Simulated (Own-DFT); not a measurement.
## Calculated data, Si₁₂O₂₃ (quartz with two neutral oxygen vacancies, atoms displaced)

All values are calculated (Own-DFT development build). A calculation, not a measurement: plane-wave PBE and HSE06 DFT by an unreviewed code, no spin, of a simulated cell at Gamma alone, so results move with cell size and shape, stress positive in tension, energies less offsets, not probed for a lower state with spin; oxygen file: force components 24 meV/angstrom off all-electron in a glass; k mesh not checked against a denser one; forces and stress are PBE's, HSE06 gives the energy alone, and its difference from PBE has offsets of its own; offsets are fitted by least squares, one for each functional and potential file, so energies compare only between cells with the same atoms and settings and are not formation energies; the far tail of each file's local potential was reset to the Coulomb form; each entry is a single point on an unrelaxed cell, so the pressure reflects the starting lattice, mostly measured values (interpolated for alloys), from which strain is counted, and rises with the displacements; printed positions are rounded, which can move forces by about a meV/angstrom; the program, named Own-DFT, is a retired in-house code; no spin-orbit coupling.

Settings shared by all entries: first functional PBE; second functional HSE06; exact exchange share 0.25; screening 0.11 1/bohr; exchange divergence Gygi-Baldereschi; potential files PseudoDojo norm-conserving, scalar-relativistic, made for PBE, standard set; wave cutoff 48 hartree; occupations fixed; k mesh 1 x 1 x 1 centred on Gamma.

(1) Si₁₂O₂₃ (quartz with two neutral oxygen vacancies, atoms displaced)

```xyz
70
Lattice="9.8268 0.0000 0.0000 -4.9134 8.5103 0.0000 0.0000 0.0000 10.8104" Properties=species:S:1:pos:R:3 Si12O23
Si     2.3170     0.0414     0.1132
Si     8.4647     1.9567     3.5972
Si     1.3908     2.3503     1.8495
O      1.3855     1.1932     0.7016
O      2.7329     2.5757     2.3393
O     -1.0538     3.2304     4.8106
O      0.3485     1.8480     2.9547
O      0.7609     3.6955     1.1321
Si     2.3018     0.0767     5.3344
Si    -1.0258     2.0353     8.9489
Si     1.3085     2.1985     7.2814
O      1.3157     1.1939     5.8917
O      2.7919     2.5272     7.9012
O      3.1995     0.5740     9.6449
O     -1.1048     3.0975    10.1783
O      0.2634     1.8387     8.3363
O      0.8051     3.7016     6.6955
Si    -0.2064     4.2809    10.7415
Si    -3.5849     6.3002     3.5480
Si    -1.1611     6.3749     1.8816
O     -1.0541     5.4413     0.6953
O      0.2570     6.7666     2.5530
O      0.8389     4.7614     4.1650
O     -2.1194     6.0563     3.0105
O     -1.6037     7.8452     1.3191
Si    -0.2456     4.2297     5.5307
Si     6.2048     6.2691     9.0613
Si    -1.1213     6.5459     7.2018
O     -1.2758     5.5247     6.0527
O      0.3457     6.7299     7.7574
O      0.6925     4.8892     9.6753
O     -3.6904     7.4696    10.3365
O     -2.1679     6.0984     8.2303
O     -1.7694     7.8472     6.6349
Si     7.2125     0.0151    10.7042
Si     3.8320     1.9289     3.5044
Si     6.2739     2.2260     1.8050
O      6.3094     1.0824     0.7109
O      7.6448     2.5084     2.3518
O      8.1660     0.6141     4.2274
O      3.7562     3.1207     4.6282
O      5.2125     1.6699     2.8149
O      5.6658     3.6850     1.1714
Si     2.3594     8.5034     5.3235
Si     3.8145     2.0877     8.9643
Si     6.1588     2.3914     7.2380
O      6.1332     1.0571     5.9471
O      7.7156     2.5732     7.8174
O      8.2639     0.6072     9.5218
O      3.8142     3.1816    10.1295
O      5.2587     1.6572     8.3121
O      5.6403     3.7657     6.6035
Si     4.7003     4.3372    10.8093
Si     1.1955     6.1843     3.7123
Si     3.8329     6.4353     1.8609
O      3.8998     5.3941     0.6129
O      5.2730     6.7968     2.4910
O      5.6540     4.8611     4.3635
O      1.5245     7.4426     4.7628
O      2.8426     6.0678     2.9779
O      3.1339     7.8707     1.0292
Si     4.8686     4.3105     5.4144
Si     1.2780     6.2879     9.1059
Si     3.6902     6.4549     7.3174
O      3.6895     5.3201     6.1649
O      5.2118     6.8806     7.9293
O      5.5908     4.8391     9.6503
O      1.3555     7.3828    10.3282
O      2.6138     5.9735     8.3556
O      3.1877     7.8300     6.6905
```

- PBE energy of cell above offsets: -9.197 eV
- HSE06 less PBE above offsets: 0.804 eV
- PBE pressure: 8.59 GPa
- PBE stress xx: -11.78 GPa
- PBE stress yy: -5.16 GPa
- PBE stress zz: -8.82 GPa
- PBE stress yz: 0.89 GPa
- PBE stress xz: 2.75 GPa
- PBE stress xy: -2.75 GPa

Force:
```csv
element,x (eV/Å),y (eV/Å),z (eV/Å)
Si,1.18,-1.204,0.328
Si,8.138,5.431,-1.035
Si,-8.663,-0.6,-3.563
O,-0.047,0.07,-0.203
O,9.302,0.68,3.814
O,-5.125,-6.698,-4.484
O,-3.992,-0.406,2.244
O,-0.074,0.087,-0.397
Si,2.312,-2.652,-2.147
Si,-10.09,0.334,3.928
Si,2.65,2.381,-5.105
O,-0.99,1.992,3.061
O,-2.724,0.329,-2.782
O,1.081,2.009,-0.532
O,-0.519,-0.284,-0.537
O,6.42,-2.339,-1.44
O,-0.744,-0.535,-0.418
Si,-0.255,-1.665,4.886
Si,1.697,0.051,6.535
Si,2.459,5.42,-0.779
O,-0.364,-3.074,-3.392
O,0.549,-0.279,0.334
O,-2.132,-2.082,3.552
O,-2.05,-2.693,2.733
O,-1.676,1.426,-1.964
Si,4.291,5.472,1.734
Si,0.734,1.593,0.562
Si,0.936,1.746,0.316
O,2.552,-5.007,-3.862
O,1.455,0.08,2.104
O,2.062,1.856,-2.901
O,0.872,-2.509,-1.824
O,-4.045,-1.784,5.502
O,-1.48,4.285,-2.583
Si,2.924,3.405,0.529
Si,-4.283,0.148,2.354
Si,-5.3,1.721,-4.853
O,-0.046,0.323,-1.824
O,4.047,1.189,2.621
O,1.161,-1.292,-0.617
O,2.376,1.696,1.587
O,0.641,-0.713,1.161
O,0.653,-1.285,0.503
Si,0.534,2.761,8.729
Si,0.352,-4.358,3.547
Si,3.414,-3.392,-2.504
O,1.52,2.686,1.456
O,-1.186,0.115,-0.62
O,-1.58,-0.454,1.051
O,-0.347,-0.464,0
O,-1.428,0.575,1.432
O,2.431,-2.06,3.485
Si,3.529,-6.842,0.026
Si,4.36,3.165,-1.991
Si,-2.096,3.867,-3.502
O,-4.148,5.343,3.472
O,-2.301,0.867,-3.16
O,6.849,5.794,-8.815
O,-4.878,-7.126,-3.834
O,-3.24,-0.857,2.541
O,3.955,-3.056,3.723
Si,-12.25,-3.059,3.385
Si,-2.287,0.761,-1.115
Si,2.193,0.966,-1.341
O,1.934,-1.084,-1.076
O,-1.617,-1.109,-0.359
O,3.11,2.431,-3.189
O,-3.116,-3.649,-3.572
O,1.221,-0.924,1.657
O,-0.825,2.48,-2.575
```

(2) Si₁₂O₂₃ (quartz with two neutral oxygen vacancies, atoms displaced)

```xyz
70
Lattice="9.8268 0.0000 0.0000 -4.9134 8.5103 0.0000 0.0000 0.0000 10.8104" Properties=species:S:1:pos:R:3 Si12O23
Si    -2.5990     8.4758    10.7431
Si    -1.0116     2.0109     3.6283
Si     1.3980     2.3941     1.7363
O      1.3845     1.2231     0.5522
O      2.7567     2.5351     2.4209
O      3.2690     0.6100     4.3377
O     -1.0589     3.2588     4.7751
O      0.2306     1.7844     2.9930
O      0.7763     3.6251     1.0893
Si    -2.7381     8.4509     5.4300
Si     8.5886     2.0421     8.9788
Si     1.3438     2.3863     7.2745
O      1.4155     1.1695     6.0434
O      2.7385     2.4831     7.7950
O     -1.0859     3.0221    10.1607
O      0.2686     1.7878     8.3594
O      0.8992     3.6959     6.6525
Si    -0.2016     4.2484    10.7918
Si     6.1141     6.2568     3.6721
Si    -1.0056     6.3613     1.9161
O     -1.2146     5.3916     0.6552
O      0.3542     6.7313     2.4328
O      0.8439     4.8435     4.2898
O     -3.4773     7.3526     4.7340
O     -2.0841     5.9457     3.1598
O     -1.7244     7.8338     1.1552
Si    -0.1389     4.3234     5.3819
Si    -3.5432     6.2708     8.9475
Si    -1.1542     6.5238     7.1710
O     -1.1616     5.4611     5.9667
O      0.3602     6.7241     7.8480
O      0.7054     5.0473     9.6644
O     -3.4672     7.4003    10.3083
O     -2.0431     6.0879     8.3918
O     -1.5804     7.8977     6.6021
Si     2.3652     8.4849    10.7936
Si     3.6949     2.0051     3.6736
Si     6.1768     2.1880     1.7697
O      6.1807     1.1691     0.5358
O      7.7223     2.2984     2.4976
O      8.0798     0.5959     4.2655
O      3.8162     3.2834     4.7742
O      5.2075     1.8461     2.9315
O      5.6188     3.7699     1.0402
Si     2.3991     8.4547     5.4599
Si     3.7351     2.0480     9.0403
Si     5.9366     2.3216     7.3015
O      6.2940     1.2084     5.8660
O      7.5448     2.5005     7.6997
O      8.0205     0.7020     9.6450
O      3.8508     3.0711    10.1944
O      5.7731     3.6631     6.5168
Si     4.6999     4.1932     0.0068
Si     1.2950     6.2390     3.6063
Si     3.6252     6.4534     1.7654
O      3.8253     5.4992     0.6701
O      5.2091     6.9880     2.5779
O      5.6083     5.0283     4.2080
O      1.3513     7.4158     4.8522
O      2.7695     6.0560     2.9468
O      3.2390     7.8988     1.3057
Si     4.8128     4.1949     5.5915
Si     1.2466     6.3266     9.0546
Si     3.5989     6.5761     7.1467
O      3.8383     5.3756     6.1615
O      5.2826     6.8607     7.9312
O      5.7341     4.7876     9.6118
O      1.3915     7.3409    10.1694
O      2.7922     6.1217     8.4468
O      3.2383     7.9115     6.5950
```

* PBE energy of cell above offsets: -8.235 eV
* HSE06 less PBE above offsets: 0.679 eV
* PBE pressure: 9.96 GPa
* PBE stress xx: -8.36 GPa
* PBE stress yy: -12.03 GPa
* PBE stress zz: -9.47 GPa
* PBE stress yz: 0.66 GPa
* PBE stress xz: -4.13 GPa
* PBE stress xy: -1.15 GPa

Force:
```csv
element,x (eV/Å),y (eV/Å),z (eV/Å)
Si,5.517,7.115,3.928
Si,-11.24,0.187,6.147
Si,-3.285,-6.531,0.565
O,0.494,0.479,0.632
O,2.617,0.593,1.982
O,-0.392,0.44,-0.4
O,-1.486,-3.77,-1.998
O,12.28,-0.479,-6.307
O,-0.854,3.379,-0.663
Si,5.67,3.042,2.358
Si,-0.273,-1.042,-4.431
Si,-4.532,-5.513,-2.056
O,-1.438,1.77,1.518
O,5.309,0.866,2.838
O,0.502,3.373,2.468
O,-0.498,0.274,0.028
O,-2.901,4.521,-3.317
Si,-1.22,1.262,-1.061
Si,4.721,5.068,-6.662
Si,-9.901,2.415,-1.362
O,1.662,-2.333,-0.85
O,3.584,1.014,0.668
O,1.673,1.301,-2.027
O,-1.887,-0.189,1.64
O,0.759,0.583,-1.632
O,1.937,-0.903,1.213
Si,0.419,0.255,4.278
Si,-0.672,-1.309,4.162
Si,2.75,-0.196,0.107
O,0.989,-0.905,0.073
O,-2.091,0.843,-2.584
O,-1.981,-5.234,2.589
O,-5.32,-7.672,-5.691
O,-1.243,-1.059,1.622
O,-2.475,2.691,-1.963
Si,-2.035,0.08,3.462
Si,2.14,0.744,0.163
Si,2.731,3.108,-0.233
O,1.049,-1.322,-0.42
O,-3.202,1.306,-2.737
O,3.231,1.643,-1.487
O,-1.173,-2.862,-1.375
O,-3.026,-0.468,2.156
O,6.291,-5.767,8.027
Si,-5.193,5.064,-2.991
Si,0.413,-4.748,-2.638
Si,2.113,-5.339,0.074
O,-0.925,0.871,3.061
O,1.48,-0.544,2.997
O,1.329,-0.372,-1.502
O,-2.197,0.549,0.84
O,4.607,-0.365,4.176
Si,-1.253,7.096,-4.883
Si,2.196,1.541,3.347
Si,6.158,5.537,4.285
O,0.93,-5.954,-5.949
O,-2.571,-1.38,-2.138
O,-4.266,-9.621,6.086
O,-0.705,-3.545,-2.245
O,-3.337,-1.954,3.68
O,-2.259,3.137,-3.43
Si,-4.969,6.455,-9.145
Si,3.083,-0.385,-3.547
Si,5.2,-4.213,5.302
O,0.052,-0.588,-0.626
O,-3.485,0.52,-3.026
O,-0.356,1.633,-0.494
O,0.586,3.513,3.662
O,-1.149,-0.319,0.414
O,1.311,2.614,1.329
```

(3) Si₁₂O₂₃ (quartz with two neutral oxygen vacancies, atoms displaced)

```xyz
70
Lattice="9.8268 0.0000 0.0000 -4.9134 8.5103 0.0000 0.0000 0.0000 10.8104" Properties=species:S:1:pos:R:3 Si12O23
Si     2.2945     0.0229     0.0712
Si     8.6603     1.9903     3.5422
Si     1.3060     2.1013     1.8050
O      2.5975     2.5108     2.4258
O      3.3178     0.5626     4.1020
O     -1.0174     3.2012     4.7042
O      0.3887     1.6408     2.9102
O      0.8462     3.8055     1.0229
Si    -2.6192     8.5009     5.4707
Si    -0.9489     2.1795     8.9425
Si     1.3233     2.3346     7.3029
O      1.4463     1.1347     5.9964
O      2.7675     2.6386     7.7399
O      3.2620     0.6741     9.6439
O     -1.1656     3.1388    10.3069
O      0.3535     1.7424     8.3733
O      0.7263     3.7856     6.5750
Si    -0.1189     4.2611    10.7784
Si     6.1666     6.3019     3.6135
Si    -1.1566     6.5221     1.8609
O     -1.1500     5.5105     0.6809
O      0.3382     6.6538     2.4427
O      0.6664     4.8043     4.1824
O     -3.5943     7.2398     4.7750
O     -2.1860     5.9080     2.9921
Si    -0.0204     4.3629     5.3407
Si     6.0927     6.2877     8.9540
Si    -1.0890     6.5365     7.1332
O     -1.1867     5.3305     6.1634
O      0.3334     6.5997     7.8078
O      0.6671     5.0023     9.7239
O     -3.4348     7.3250    10.1444
O     -2.2204     5.9516     8.3246
O     -1.7882     7.7534     6.6725
Si     7.1283     0.0515     0.0518
Si     3.8123     1.9201     3.5449
Si     6.2315     2.1536     1.8825
O      6.4049     1.1601     0.6618
O      7.5902     2.3359     2.4052
O      8.2527     0.6486     4.2122
O      3.9445     3.1037     4.8574
O      5.2518     1.6478     3.0192
O      5.7709     3.5444     1.2035
Si     7.1557     0.0179     5.5201
Si     3.7207     1.9655     8.9274
Si     6.1610     2.1982     7.1685
O      6.3717     1.2204     6.1153
O      7.6164     2.4584     7.7973
O      7.9806     0.6481     9.5277
O      3.9657     3.2737    10.2233
O      5.1791     1.7435     8.2879
O      5.7981     3.6313     6.5294
Si     4.8462     4.3217     0.1179
Si     1.3417     6.1949     3.6356
Si     3.8454     6.5035     1.7943
O      3.8182     5.4181     0.7195
O      5.2213     6.7804     2.5181
O      5.6875     4.8605     4.2970
O      1.2874     7.3903     4.6315
O      2.6702     6.0002     2.8835
O      3.2092     7.9612     1.2427
Si     4.7353     4.2632     5.5860
Si     1.1618     6.3913     9.0236
Si     3.7495     6.5108     7.1094
O      3.8355     5.3826     6.1382
O      5.1256     6.7775     7.9678
O      5.5525     4.8888     9.5965
O      1.3145     7.3910    10.1756
O      2.8052     6.0178     8.3685
O      3.2787     7.8967     6.4855
```

- PBE energy of cell above offsets: -6.064 eV
- HSE06 less PBE above offsets: 0.645 eV
- PBE pressure: 11.32 GPa
- PBE stress xx: -12.4 GPa
- PBE stress yy: -9.12 GPa
- PBE stress zz: -12.44 GPa
- PBE stress yz: -1.71 GPa
- PBE stress xz: -1.67 GPa
- PBE stress xy: 1.15 GPa

Force:
```csv
element,x (eV/Å),y (eV/Å),z (eV/Å)
Si,0.653,-0.511,2.201
Si,2.437,2.108,1.349
Si,-1.813,1.528,-8.149
O,8.25,0.864,4.079
O,-2.699,-3.458,3.804
O,-0.229,-1.61,-1.25
O,-5.106,-0.757,3.384
O,3.576,-5.004,5.001
Si,1.667,-3.774,-4.334
Si,-13.01,-1.672,3.9
Si,-1.102,1.281,-6.919
O,-2.27,4.253,3.266
O,2.627,-0.243,2.069
O,-1.355,-1.636,0.837
O,0.565,-1.463,-2.763
O,4.107,-1.557,-0.756
O,2.951,-3.739,3.519
Si,-5.615,3.072,2.426
Si,2.781,-7.042,-0.249
Si,-1.318,1.672,-0.015
O,0.911,-3.247,-2.894
O,-0.403,0.676,0.086
O,6.844,4.808,-7.993
O,1.992,6.624,5.64
O,-0.148,0.971,0.112
Si,-10.44,-3.938,7.515
Si,6.92,-3.854,3.9
Si,-2.235,-6.454,5.171
O,2.227,-1.912,-3.726
O,-2.013,2.539,-4.334
O,2.203,1.77,-4.28
O,-0.55,1.571,1.107
O,0.429,0.992,-0.418
O,-2.229,7.198,-3.371
Si,6.41,-4.686,-4.607
Si,-2.82,4.871,1.255
Si,-4.652,1.38,-3.487
O,-5.077,4.129,2.199
O,6.934,1.535,2.814
O,-2.798,-3.029,3.379
O,-2.092,-3.136,-2.488
O,0.605,-0.454,-0.416
O,-0.524,1.212,0.328
Si,1.461,-0.661,-6.775
Si,2.162,5.389,2.534
Si,1.833,7.31,5.431
O,-0.617,-5.758,-6.149
O,3.561,0.543,1.777
O,1.617,1.257,0.522
O,-3.631,-5.981,-3.752
O,-1.894,-1.066,1.187
O,0.34,-0.281,1.882
Si,0.871,-0.183,-0.711
Si,-2.037,-0.462,-2.804
Si,-3.89,3.594,1.987
O,0.819,-1.826,-1.75
O,-1.668,1.483,-2.744
O,-1.053,0.541,0.478
O,1.237,3.327,4.388
O,3.584,-0.551,-0.48
O,0.523,-1.231,-0.379
Si,3.378,-0.701,-5.664
Si,6.761,-4.661,2.086
Si,-0.789,2.774,7.491
O,-1.346,-1.81,-2.69
O,-4.472,2.935,-6.081
O,1.39,1.193,0.225
O,-0.398,2.136,2.053
O,-2.945,0.963,0.276
O,0.612,-0.155,0.775
```

(4) Si₁₂O₂₃ (quartz with two neutral oxygen vacancies, atoms displaced)

```xyz
70
Lattice="9.8268 0.0000 0.0000 -4.9134 8.5103 0.0000 0.0000 0.0000 10.8104" Properties=species:S:1:pos:R:3 Si12O23
Si    -2.5659     8.4154    10.7746
Si     8.6394     1.9725     3.5456
Si     1.3580     2.2504     1.7334
O      1.3283     1.2922     0.6270
O      2.7641     2.6655     2.3639
O      3.0367     0.5764     4.2919
O     -1.1415     3.0828     4.6584
O      0.2347     1.7950     3.0618
O      0.7421     3.6220     1.1953
Si    -2.7497     8.2970     5.5096
Si    -1.1272     2.0923     9.1132
Si     1.2463     2.3444     7.2319
O      1.3851     1.1263     5.9562
O      2.8339     2.4230     7.8997
O      3.1989     0.5790     9.5533
O     -1.1704     3.1839    10.3481
O      0.4803     1.8118     8.4325
O      0.7857     3.6226     6.8020
Si    -0.1261     4.1508     0.0096
Si     6.2034     6.2747     3.5729
Si    -1.1454     6.5506     1.6450
O     -1.0982     5.3982     0.6599
O      0.3094     6.7346     2.3972
O      0.7034     4.8873     4.2234
O     -3.6163     7.3666     4.7963
O     -2.0359     6.1098     2.9900
O     -1.7200     7.9538     0.9746
Si    -0.1092     4.3526     5.4976
Si    -3.6271     6.2962     8.9836
Si    -1.2418     6.5385     7.0254
O     -0.9865     5.4180     5.9597
O      0.2562     6.6856     7.7396
O      0.9020     4.8290     9.6861
O     -3.4821     7.3032    10.1564
O     -2.0297     6.0022     8.2374
O     -1.9305     7.8791     6.7017
Si     7.2632     0.1803     0.0249
Si     3.6279     2.0989     3.4898
Si     6.3705     2.2399     1.7060
O      6.3150     1.2031     0.6473
O      7.6529     2.3415     2.3050
O      8.1059     0.4834     4.1943
O      3.8994     3.0657     4.6950
O      5.2474     1.7939     3.1292
O      5.5750     3.4938     1.0882
Si     7.1517     0.0165     5.4059
Si     3.7957     1.9402     9.0983
Si     6.1653     2.2460     7.3477
O      7.6263     2.4754     7.8816
O      8.2407     0.5356     9.5560
O      3.8007     3.1019    10.3189
O      5.1044     1.7204     8.5090
O      5.5750     3.5539     6.5193
Si     4.8111     4.1700     0.1181
Si     1.2831     6.3421     3.5275
Si     3.8364     6.6511     1.7638
O      3.7669     5.3367     0.5551
O      5.0934     6.8524     2.4462
O      5.6170     4.8149     4.0912
O      1.4804     7.3378     4.8099
O      2.6443     6.0750     3.0824
O      3.3729     7.8861     1.1766
Si     4.7199     4.2990     5.4375
Si     1.3489     6.2891     9.0018
Si     3.6224     6.4351     7.2354
O      3.8606     5.3895     6.1175
O      5.1727     6.7207     7.8438
O      5.6194     4.9681     9.6494
O      1.3342     7.3375    10.1303
O      2.7168     6.0031     8.4073
```

* PBE energy of cell above offsets: -1.597 eV
* HSE06 less PBE above offsets: 0.714 eV
* PBE pressure: 12.74 GPa
* PBE stress xx: -14.72 GPa
* PBE stress yy: -12.01 GPa
* PBE stress zz: -11.5 GPa
* PBE stress yz: -2.14 GPa
* PBE stress xz: -5.49 GPa
* PBE stress xy: 3.48 GPa

Force:
```csv
element,x (eV/Å),y (eV/Å),z (eV/Å)
Si,-7.686,8.286,-9.144
Si,-1.938,-1.651,2.902
Si,-2.905,3.662,6.945
O,1.594,-7.703,-6.152
O,-1.328,0.627,-2.015
O,1.45,1.369,-1.987
O,0.765,3.142,3.254
O,6.024,-0.424,-4.282
O,0.297,0.44,0.884
Si,2.228,11.2,-2.365
Si,1.472,-1.863,-2.882
Si,9.14,-10.59,-0.749
O,-2.02,2.799,3.18
O,-1.908,0.933,-1.484
O,-1.326,-2.664,2.173
O,-3.705,-4.931,-3.261
O,-6.413,-1.089,5.335
O,-4.931,10.67,-6.079
Si,3.87,7.482,0.603
Si,0.445,-0.763,-0.242
Si,0.63,1.857,4.659
O,0.549,-3.071,-3.133
O,-2.409,1.703,-2.842
O,0.974,0.817,-0.126
O,-4.74,-6.676,-3.967
O,-2.74,0.611,-0.368
O,8.254,-5.228,10.38
Si,3.665,-8.385,-4.532
Si,1.802,-2.851,-2.922
Si,4.519,-0.539,3.779
O,-5.203,4.282,1.1
O,1.325,0.204,0.727
O,-1.593,-0.448,0.664
O,-0.775,1.3,1.509
O,-5.309,-1.462,4.085
O,2.208,0.171,1.773
Si,1.916,-7.844,-2.717
Si,3.911,-5.48,4.825
Si,-12.49,2.813,4.912
O,-1.614,-3.195,-4.144
O,9.006,1.488,3.707
O,0.973,2.418,-1.528
O,-0.872,2.715,2.222
O,0.899,0.197,-3.58
O,7.812,-4.259,8.233
Si,1.861,2.094,4.664
Si,-7.882,4.541,2.434
Si,-1.989,-1.861,-3.586
O,2.929,0.854,2.465
O,-0.349,1.905,1.393
O,-0.656,-2.504,-2.02
O,9.543,-0.695,-3.556
O,2.143,-0.982,2.483
Si,-6.938,7.622,-9.823
Si,-4.679,-1.41,5.307
Si,-7.15,-11.82,-0.155
O,0.378,2.86,3.231
O,9.352,0.343,4.813
O,0.385,1.503,0.869
O,-3.65,-2.385,-1.248
O,9.568,-0.595,-5.505
O,-4.975,9.218,-5.449
Si,0.176,-2.972,-4.248
Si,-5.872,-2.064,-1.379
Si,1.839,5.982,-1.517
O,-1.086,-1.153,-1.649
O,-0.577,0.531,-0.683
O,0.161,-2.324,1.37
O,1.634,5.146,3.829
O,2.013,-1.892,0.611
```
